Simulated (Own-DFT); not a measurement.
# Misfit strain and the stress it brings: diamond-structure GeSn with randomly placed atoms, 64 atoms (Ge56Sn8)

Source: density functional calculations with Own-DFT, an unreviewed in-house program that is no longer used. Nothing was measured or relaxed, and spin and spin-orbit coupling are left out.

All runs used: PBE; PseudoDojo norm-conserving scalar-relativistic files; cutoff 49 hartree; 3 x 3 x 3 k mesh centred on Gamma; Fermi-Dirac smearing of 0.1 eV.

Limits: forces on such cells moved up to 12 meV/angstrom on a denser k mesh; stress not checked against mesh or cutoff.

Unstrained cell vectors in Å: (11.524, 0.000, 0.000); (0.000, 11.524, 0.000); (0.000, 0.000, 11.524). The unstrained cell has measured lattice constants (interpolated for alloys), not those of this functional. That, the random moves and any unrelaxed bonds set the pressure at no strain. Each run strains x and y alike by e, as a substrate would, and holds the height along z. All atoms carry random offsets, Gaussian with a width of 0.05 Å per axis. The random placing of the alloy's atoms differs from row to row. Stress is positive in tension.

| e (%) | u (Å) | (s_xx + s_yy)/2 (GPa) | s_zz (GPa) |
|---|---|---|---|
| -2.00 | 0.050 | -9.08 | -7.82 |
| -1.75 | 0.045 | -8.60 | -7.52 |
| 1.00 | 0.047 | ? | ? |
| 1.25 | 0.049 | -3.30 | -3.91 |
| 1.50 | 0.048 | -2.77 | -3.51 |
| 2.00 | 0.050 | -2.09 | -3.16 |
| 2.25 | 0.052 | -1.82 | -2.96 |
| 2.50 | 0.055 | -1.54 | -2.63 |
| 2.75 | 0.054 | -1.12 | -2.30 |
| 3.00 | 0.051 | -0.78 | -2.33 |

## Working it out

With e as a fraction, the in-plane stress is -5.3 + 174 e - 842 e² GPa (errors 1 and 106, scatter 0.06), and s_zz is -5.2 + 118 e - 587 e² GPa (slope ± 2, scatter 0.09). At e = 0 the first slope is C11 + C12 and the second 2 C12, both with the ions held to the strained lattice and at the cell's own pressure. The term in e² is negative: the layer stiffens under compression and softens under tension. A free layer would change its height as e changes, and the in-plane slope would drop by 2 C12²/C11 to the biaxial modulus. At fixed height, a misfit of 1 % moves the in-plane stress by about 1.7 GPa and s_zz by 1.2 GPa.

## The run left out

Question: what are the two stresses at e = 1.00 %?

From the fit: -3.6 and -4.1 GPa. DFT gave -3.44 and -4.02 GPa.
